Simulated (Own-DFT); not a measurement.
# Computed records: Si3N4 (beta silicon nitride, strained, atoms displaced), SiC (4H silicon carbide, atoms displaced), GaAs (zincblende with one plane slipped along a stacking-fault path, atoms displaced)

A calculation, not a measurement: plane-wave PBE density functional theory by an unreviewed code, no spin, of a simulated periodic cell, stress positive in tension, free energy of the whole cell less one offset for each atom, forces on such cells passed a denser k mesh, this cell's mesh not checked; offsets are fitted by least squares, one for each functional and potential file, so energies compare only between cells with the same atoms and settings and are not formation energies; the far tail of each file's local potential was reset to the Coulomb form; each entry is a single point on an unrelaxed cell, so the pressure reflects the starting lattice, mostly measured values (interpolated for alloys), from which strain is counted, and rises with the displacements; printed positions are rounded, which can move forces by about a meV/angstrom; the program, named Own-DFT, is a retired in-house code; no spin-orbit coupling. Program: Own-DFT development build.

Common to all runs: functional PBE; potential files PseudoDojo norm-conserving, scalar-relativistic, standard set; wave cutoff 42 hartree; occupations Fermi-Dirac; smearing width 0.1 eV.

(1) 
```cif
# cell vector a (Å): 7.4965 -0.0665 -0.0414
# cell vector b (Å): -3.8058 6.6823 0.0234
# cell vector c (Å): -0.0475 0.0036 8.5936
data_Si3N4
_symmetry_space_group_name_H-M 'P 1'
_symmetry_Int_Tables_number 1
_cell_length_a 7.4969
_cell_length_b 7.6901
_cell_length_c 8.5937
_cell_angle_alpha 89.648
_cell_angle_beta 90.633
_cell_angle_gamma 120.172
_cell_volume 428.30
loop_
_atom_site_label
_atom_site_type_symbol
_atom_site_fract_x
_atom_site_fract_y
_atom_site_fract_z
_atom_site_occupancy
Si1 Si 0.17736 0.77651 0.08093 1
Si2 Si 0.22638 0.40140 0.07957 1
Si3 Si 0.59562 0.83003 0.07923 1
Si4 Si 0.82269 0.21951 0.25006 1
Si5 Si 0.76327 0.59960 0.23539 1
Si6 Si 0.38905 0.17070 0.24495 1
N1 N 0.32834 0.02315 0.08828 1
N2 N 0.97840 0.30736 0.08072 1
N3 N 0.68821 0.65404 0.08071 1
N4 N 0.67323 0.97771 0.24793 1
N5 N 0.03909 0.71026 0.26011 1
N6 N 0.30409 0.33036 0.24309 1
N7 N 0.32155 0.65847 0.07158 1
N8 N 0.67063 0.33309 0.24411 1
Si7 Si 0.16726 0.76283 0.41252 1
Si8 Si 0.22311 0.40248 0.40550 1
Si9 Si 0.60685 0.82708 0.40828 1
Si10 Si 0.81727 0.22165 0.57876 1
Si11 Si 0.76707 0.59252 0.58962 1
Si12 Si 0.40831 0.18038 0.58709 1
N9 N 0.32150 0.02556 0.40938 1
N10 N 0.97789 0.29833 0.40988 1
N11 N 0.69878 0.67387 0.41498 1
N12 N 0.66614 0.96813 0.58211 1
N13 N 0.03875 0.71410 0.57486 1
N14 N 0.29779 0.33219 0.58558 1
N15 N 0.32974 0.66594 0.41603 1
N16 N 0.65438 0.32410 0.60112 1
Si13 Si 0.17249 0.76873 0.75075 1
Si14 Si 0.23093 0.39704 0.74581 1
Si15 Si 0.58482 0.82129 0.74588 1
Si16 Si 0.82979 0.22467 0.91344 1
Si17 Si 0.76894 0.58313 0.92007 1
Si18 Si 0.40506 0.17445 0.91754 1
N17 N 0.33359 0.03199 0.75087 1
N18 N 0.97850 0.30386 0.75315 1
N19 N 0.69240 0.66216 0.74946 1
N20 N 0.65264 0.96318 0.92217 1
N21 N 0.03023 0.69277 0.91527 1
N22 N 0.31621 0.34834 0.92090 1
N23 N 0.33786 0.66561 0.74126 1
N24 N 0.67582 0.32656 0.92718 1
_calc_k_mesh '3 x 3 x 3 centred on Gamma'
_calc_free_energy_of_cell_above_offsets '-2.479'  # eV
_calc_pressure 13.95  # GPa
_calc_stress_xx -15.75  # GPa
_calc_stress_yy -7.21  # GPa
_calc_stress_zz -18.89  # GPa
_calc_stress_yz 0.24  # GPa
_calc_stress_xz -1.77  # GPa
_calc_stress_xy -4.47  # GPa
```

Force:
```csv
element,x (eV/Å),y (eV/Å),z (eV/Å)
Si,0.542,-2.78,1.781
Si,1.323,2.686,0.322
Si,-1.26,-3.304,1.852
Si,-1.111,4.511,-1.894
Si,3.989,-2.825,6.547
Si,3.814,0.106,2.052
N,-0.513,1.75,-2.577
N,-2.52,-2.578,0.604
N,-2.548,2.873,-3.104
N,0.422,-3.525,-0.844
N,-4.508,-2.219,-7.475
N,-1.762,1.115,0.668
N,1.682,1.632,0.986
N,-1.119,0.136,0.648
Si,4.181,2.87,2.812
Si,4.146,3.049,1.897
Si,-3.733,-0.503,1.859
Si,0.65,1.677,0.936
Si,0.47,-0.215,-2.22
Si,-2.977,-3.102,-2.377
N,0.205,1.532,2.012
N,-4.317,-2.266,1.719
N,2.292,-1.798,-0.514
N,0.615,0.126,-0.772
N,-2.492,-1.983,3.499
N,1.173,-0.975,-2.772
N,1.653,-0.285,-0.756
N,4.047,3.319,-1.173
Si,1.746,0.14,-1.459
Si,0.428,3.298,1.632
Si,1.9,0.445,0.895
Si,-0.532,-0.081,1.232
Si,-1.066,-0.634,-1.566
Si,0.792,0.5,0.695
N,-0.635,-0.893,0.677
N,-2.21,-1.634,-1.733
N,0.164,0.627,1.416
N,1.314,2.243,-3.517
N,-0.747,0.517,0.166
N,1.443,-2.173,-1.743
N,-2.988,-1.714,0.392
N,-1.953,0.335,-0.806
```

(2) 
```cif
# cell vector a (Å): 6.1654 0.0000 0.0000
# cell vector b (Å): -3.0827 5.3394 0.0000
# cell vector c (Å): 0.0000 0.0000 10.0681
data_SiC
_symmetry_space_group_name_H-M 'P 1'
_symmetry_Int_Tables_number 1
_cell_length_a 6.1654
_cell_length_b 6.1654
_cell_length_c 10.0681
_cell_angle_alpha 90.000
_cell_angle_beta 90.000
_cell_angle_gamma 120.000
_cell_volume 331.44
loop_
_atom_site_label
_atom_site_type_symbol
_atom_site_fract_x
_atom_site_fract_y
_atom_site_fract_z
_atom_site_occupancy
Si1 Si 0.95637 0.97093 0.40328 1
Si2 Si 0.18523 0.34873 0.15553 1
C1 C 0.00342 0.03032 0.09307 1
C2 C 0.14967 0.31005 0.33153 1
Si3 Si 0.01550 0.50105 0.40058 1
Si4 Si 0.18934 0.82653 0.13952 1
C3 C 0.99727 0.49028 0.09295 1
C4 C 0.18851 0.83272 0.33346 1
Si5 Si 0.50341 0.96383 0.41434 1
Si6 Si 0.68559 0.31178 0.15845 1
C5 C 0.50425 0.01435 0.10983 1
C6 C 0.69734 0.33373 0.34864 1
Si7 Si 0.50062 0.52306 0.40587 1
Si8 Si 0.66222 0.83938 0.16623 1
C7 C 0.49669 0.51032 0.08712 1
C8 C 0.65829 0.82528 0.35306 1
Si9 Si 0.01660 0.98794 0.90922 1
Si10 Si 0.85564 0.67135 0.65139 1
C9 C 0.98510 0.00702 0.58870 1
C10 C 0.79075 0.65307 0.84100 1
Si11 Si 0.01846 0.49240 0.90533 1
Si12 Si 0.82342 0.15088 0.64585 1
C11 C 0.00844 0.50343 0.59417 1
C12 C 0.84066 0.15979 0.83928 1
Si13 Si 0.52359 0.00172 0.91092 1
Si14 Si 0.31623 0.66418 0.67166 1
C13 C 0.51078 0.05686 0.61884 1
C14 C 0.33471 0.65816 0.85952 1
Si15 Si 0.49812 0.48043 0.91097 1
Si16 Si 0.34451 0.16397 0.65489 1
C15 C 0.49479 0.51438 0.59402 1
C16 C 0.29744 0.14350 0.83432 1
_calc_hardware 'one NVIDIA H100'
_calc_k_mesh '5 x 5 x 3 centred on Gamma'
_calc_free_energy_of_cell_above_offsets '6.350'  # eV
_calc_pressure 11.84  # GPa
_calc_stress_xx -20.02  # GPa
_calc_stress_yy -8.78  # GPa
_calc_stress_zz -6.71  # GPa
_calc_stress_yz 0.26  # GPa
_calc_stress_xz 4.52  # GPa
_calc_stress_xy -2.85  # GPa
_calc_wall_time 117.9  # s
```

Force:
```csv
element,x (eV/Å),y (eV/Å),z (eV/Å)
Si,7.647,4.17,0.725
Si,-0.741,-1.117,-0.596
C,1.548,-3.428,0.134
C,1.11,1.197,2.877
Si,0.476,0.441,0.43
Si,-5.09,-0.202,3.216
C,1.122,1.272,-1.369
C,-1.592,-0.749,1.316
Si,-5.891,6.022,1.228
Si,-2.577,5.478,2.715
C,2.372,-2.949,-4.328
C,-3.07,-1.068,-0.274
Si,1.168,-7.671,1.457
Si,1.954,-0.366,-2.588
C,2.381,0.121,2.84
C,-0.15,-0.887,-4.102
Si,-5.884,-1.946,0.608
Si,-4.013,-0.224,1.011
C,3.648,-2.054,-1.076
C,6.025,1.724,-0.718
Si,-3.85,-1.464,0.346
Si,0.238,3.474,3.685
C,0.163,-0.48,-0.798
C,0.557,0.402,0.312
Si,-1.369,-0.195,-0.696
Si,2.319,0.917,-0.511
C,9.633,-9.542,-6.352
C,0.734,1.499,-1.526
Si,-2.363,-0.927,-1.121
Si,-12.53,6.111,1.619
C,0.673,-0.047,0.123
C,5.347,2.488,1.413
```

(3) 
```cif
# cell vector a (Å): 7.6242 0.0671 -0.1455
# cell vector b (Å): -3.7540 6.5038 0.0224
# cell vector c (Å): -0.1670 -0.0667 8.7967
data_Si3N4
_symmetry_space_group_name_H-M 'P 1'
_symmetry_Int_Tables_number 1
_cell_length_a 7.6259
_cell_length_b 7.5095
_cell_length_c 8.7985
_cell_angle_alpha 89.662
_cell_angle_beta 92.185
_cell_angle_gamma 119.487
_cell_volume 438.23
loop_
_atom_site_label
_atom_site_type_symbol
_atom_site_fract_x
_atom_site_fract_y
_atom_site_fract_z
_atom_site_occupancy
Si1 Si 0.16983 0.76740 0.07925 1
Si2 Si 0.23707 0.40839 0.09444 1
Si3 Si 0.59704 0.84536 0.08110 1
Si4 Si 0.83515 0.23785 0.25840 1
Si5 Si 0.75255 0.59097 0.24550 1
Si6 Si 0.39301 0.17762 0.25019 1
N1 N 0.32441 0.01427 0.07956 1
N2 N 0.96503 0.29606 0.07275 1
N3 N 0.70035 0.66156 0.07904 1
N4 N 0.67130 0.96290 0.24361 1
N5 N 0.03938 0.69737 0.25370 1
N6 N 0.29944 0.32383 0.24566 1
N7 N 0.33780 0.65977 0.08488 1
N8 N 0.67026 0.34262 0.25618 1
Si7 Si 0.15758 0.76974 0.42469 1
Si8 Si 0.24922 0.41698 0.42383 1
Si9 Si 0.59104 0.81867 0.42172 1
Si10 Si 0.82837 0.23043 0.58876 1
Si11 Si 0.78324 0.60876 0.58439 1
Si12 Si 0.39579 0.17127 0.57545 1
N9 N 0.33728 0.02336 0.42371 1
N10 N 0.98117 0.29858 0.42036 1
N11 N 0.68762 0.66048 0.41206 1
N12 N 0.65916 0.97242 0.58451 1
N13 N 0.03823 0.70101 0.57997 1
N14 N 0.29765 0.33285 0.58574 1
N15 N 0.32596 0.64690 0.40489 1
N16 N 0.67860 0.34433 0.58593 1
Si13 Si 0.17566 0.77203 0.75264 1
Si14 Si 0.23983 0.40758 0.74947 1
Si15 Si 0.60205 0.82575 0.75021 1
Si16 Si 0.82463 0.23462 0.90903 1
Si17 Si 0.76794 0.59334 0.91766 1
Si18 Si 0.41400 0.18220 0.91996 1
N17 N 0.33919 0.03746 0.76312 1
N18 N 0.97957 0.32026 0.74562 1
N19 N 0.69270 0.66691 0.74982 1
N20 N 0.66693 0.98479 0.90288 1
N21 N 0.03968 0.71078 0.90452 1
N22 N 0.29680 0.32008 0.90776 1
N23 N 0.33512 0.67815 0.75728 1
N24 N 0.66939 0.32220 0.91921 1
_calc_k_mesh '3 x 3 x 3 centred on Gamma'
_calc_free_energy_of_cell_above_offsets '-0.978'  # eV
_calc_pressure 8.61  # GPa
_calc_stress_xx -5.95  # GPa
_calc_stress_yy -13.59  # GPa
_calc_stress_zz -6.3  # GPa
_calc_stress_yz -3.08  # GPa
_calc_stress_xz -5.96  # GPa
_calc_stress_xy 6.96  # GPa
```

Force:
```csv
element,x (eV/Å),y (eV/Å),z (eV/Å)
Si,1.199,-2.585,1.238
Si,-2.428,-1.04,-5.229
Si,0.128,-3.024,-3.215
Si,-0.871,-0.494,-2.599
Si,3.22,1.214,1.161
Si,6.37,-3.879,-0.393
N,0.203,4.914,1.368
N,1.829,0.85,3.454
N,-2.221,2.144,-1.141
N,0.097,2.666,3.94
N,-3.094,-0.558,-1.863
N,-2.278,1.391,3.429
N,-0.94,2.503,-0.316
N,-0.385,-3.588,-0.175
Si,4.65,-0.428,-3.617
Si,-1.695,-5.568,-1.552
Si,-2.262,0.928,-2.036
Si,-0.322,1.231,-2.102
Si,-1.205,-2.432,-0.364
Si,2.991,1.667,5.09
N,-0.894,0.602,-2.587
N,-0.239,-0.571,0.794
N,1.352,0.371,1.283
N,1.06,-1.195,-0.411
N,-2.163,0.009,2.681
N,1.648,-0.987,0.169
N,-1.307,8.35,0.843
N,-1.567,-0.988,-0.26
Si,1.579,1.984,-0.817
Si,-2.071,1.631,0.611
Si,-3.853,0.911,-0.478
Si,3.045,1.016,-0.661
Si,1.597,-0.889,-0.735
Si,0.32,-1.721,0.608
N,-0.641,-1.099,-4.576
N,0.284,-0.946,1.528
N,2.356,-0.704,-0.712
N,0.906,-3.071,2.283
N,-3.275,-1.977,2.595
N,-0.741,1.245,3.415
N,2.619,-1.781,-0.849
N,-3,3.901,0.2
```

(4) 
```cif
# cell vector a (Å): 5.6533 -5.6533 0.0000
# cell vector b (Å): 0.0000 5.6533 -5.6533
# cell vector c (Å): 12.1546 12.1546 9.6106
data_GaAs
_symmetry_space_group_name_H-M 'P 1'
_symmetry_Int_Tables_number 1
_cell_length_a 7.9950
_cell_length_b 7.9950
_cell_length_c 19.6935
_cell_angle_alpha 84.759
_cell_angle_beta 90.000
_cell_angle_gamma 120.000
_cell_volume 1084.07
loop_
_atom_site_label
_atom_site_type_symbol
_atom_site_fract_x
_atom_site_fract_y
_atom_site_fract_z
_atom_site_occupancy
Ga1 Ga 0.99793 0.00111 0.00445 1
As1 As 0.98708 0.96879 0.12643 1
Ga2 Ga 0.14383 0.27186 0.16769 1
As2 As 0.12400 0.25616 0.29546 1
Ga3 Ga 0.28956 0.08406 0.33228 1
As3 As 0.27982 0.02502 0.45460 1
Ga4 Ga 0.08148 0.15693 0.50305 1
As4 As 0.05519 0.11068 0.62567 1
Ga5 Ga 0.21608 0.43223 0.66809 1
As5 As 0.19363 0.38277 0.79287 1
Ga6 Ga 0.36046 0.21837 0.83880 1
As6 As 0.34112 0.17872 0.96257 1
Ga7 Ga 0.99965 0.49832 0.99855 1
As7 As 0.97523 0.45924 0.12827 1
Ga8 Ga 0.12788 0.77886 0.16810 1
As8 As 0.10913 0.73103 0.28809 1
Ga9 Ga 0.28554 0.56621 0.33185 1
As9 As 0.27099 0.52484 0.45122 1
Ga10 Ga 0.09548 0.65197 0.49963 1
As10 As 0.07793 0.61977 0.62636 1
Ga11 Ga 0.22824 0.93564 0.66861 1
As11 As 0.19984 0.89480 0.79334 1
Ga12 Ga 0.35863 0.72363 0.83105 1
As12 As 0.34163 0.68570 0.96339 1
Ga13 Ga 0.51110 0.00890 0.99174 1
As13 As 0.48319 0.95356 0.12469 1
Ga14 Ga 0.65552 0.28162 0.16022 1
As14 As 0.62455 0.24012 0.29405 1
Ga15 Ga 0.78251 0.08352 0.33246 1
As15 As 0.76436 0.02405 0.46131 1
Ga16 Ga 0.55617 0.14735 0.50456 1
As16 As 0.54676 0.11161 0.62318 1
Ga17 Ga 0.72427 0.44192 0.66860 1
As17 As 0.68654 0.38362 0.78996 1
Ga18 Ga 0.85287 0.21297 0.83119 1
As18 As 0.84378 0.17940 0.96321 1
Ga19 Ga 0.51357 0.51377 0.00406 1
As19 As 0.47331 0.45518 0.12333 1
Ga20 Ga 0.63062 0.77086 0.16596 1
As20 As 0.61427 0.75184 0.29837 1
Ga21 Ga 0.77889 0.56196 0.33415 1
As21 As 0.76563 0.51930 0.46270 1
Ga22 Ga 0.59046 0.65211 0.49654 1
As22 As 0.55632 0.60926 0.62525 1
Ga23 Ga 0.72708 0.94073 0.66606 1
As23 As 0.71924 0.90609 0.79288 1
Ga24 Ga 0.85593 0.70826 0.83449 1
As24 As 0.85283 0.69168 0.95700 1
_calc_k_mesh '4 x 4 x 2 centred on Gamma'
_calc_free_energy_of_cell_above_offsets '-16.642'  # eV
_calc_pressure 4.33  # GPa
_calc_stress_xx -5.14  # GPa
_calc_stress_yy -4.52  # GPa
_calc_stress_zz -3.34  # GPa
_calc_stress_yz -0.05  # GPa
_calc_stress_xz 0.05  # GPa
_calc_stress_xy 0.43  # GPa
```

Force:
```csv
element,x (eV/Å),y (eV/Å),z (eV/Å)
Ga,0.207,-0.542,-0.238
As,-0.945,0.079,1.067
Ga,0.265,1.342,-0.485
As,-0.902,-1.095,0.166
Ga,-0.639,-0.788,0.85
As,-2.753,1.1,1.383
Ga,0.2,-0.568,-0.952
As,0.793,-0.326,-0.133
Ga,0.484,-0.492,0.42
As,0.331,0.53,-0.749
Ga,-0.484,-0.071,0.362
As,0.068,0.48,-0.644
Ga,0.634,0.768,0.06
As,0.711,-1.594,-1.025
Ga,0.399,-0.904,-0.499
As,1.3,0.985,-0.367
Ga,-0.611,0.605,-0.773
As,0.583,-0.012,1.774
Ga,0.084,0.986,-0.808
As,-0.977,0.595,0.043
Ga,-0.518,0.787,0.244
As,-0.261,0.457,-0.331
Ga,0.803,-0.651,0.856
As,-0.718,-1.215,-0.102
Ga,0.477,1.169,0.993
As,-0.936,0.348,-0.473
Ga,-0.803,1.478,1.356
As,-1.486,0.419,-1.755
Ga,1.158,-0.521,1.54
As,-0.815,-0.145,0.415
Ga,2.356,-1.257,-1.589
As,1.94,0.146,0.055
Ga,-0.488,-0.859,-0.341
As,0.854,0.42,-0.139
Ga,1.068,0.657,-0.051
As,-0.56,-0.956,-0.965
Ga,-0.853,-0.726,-0.413
As,1.135,-0.132,0.584
Ga,1.024,0.336,0.19
As,0.174,-1.648,-0.789
Ga,0.003,0.553,0.106
As,-0.104,-1.912,0.732
Ga,0.18,1.915,-0.93
As,0.085,0.134,-0.444
Ga,-0.806,0.409,0.496
As,-1.467,-0.077,0.751
Ga,-0.097,-0.507,-0.161
As,-0.096,0.299,0.712
```
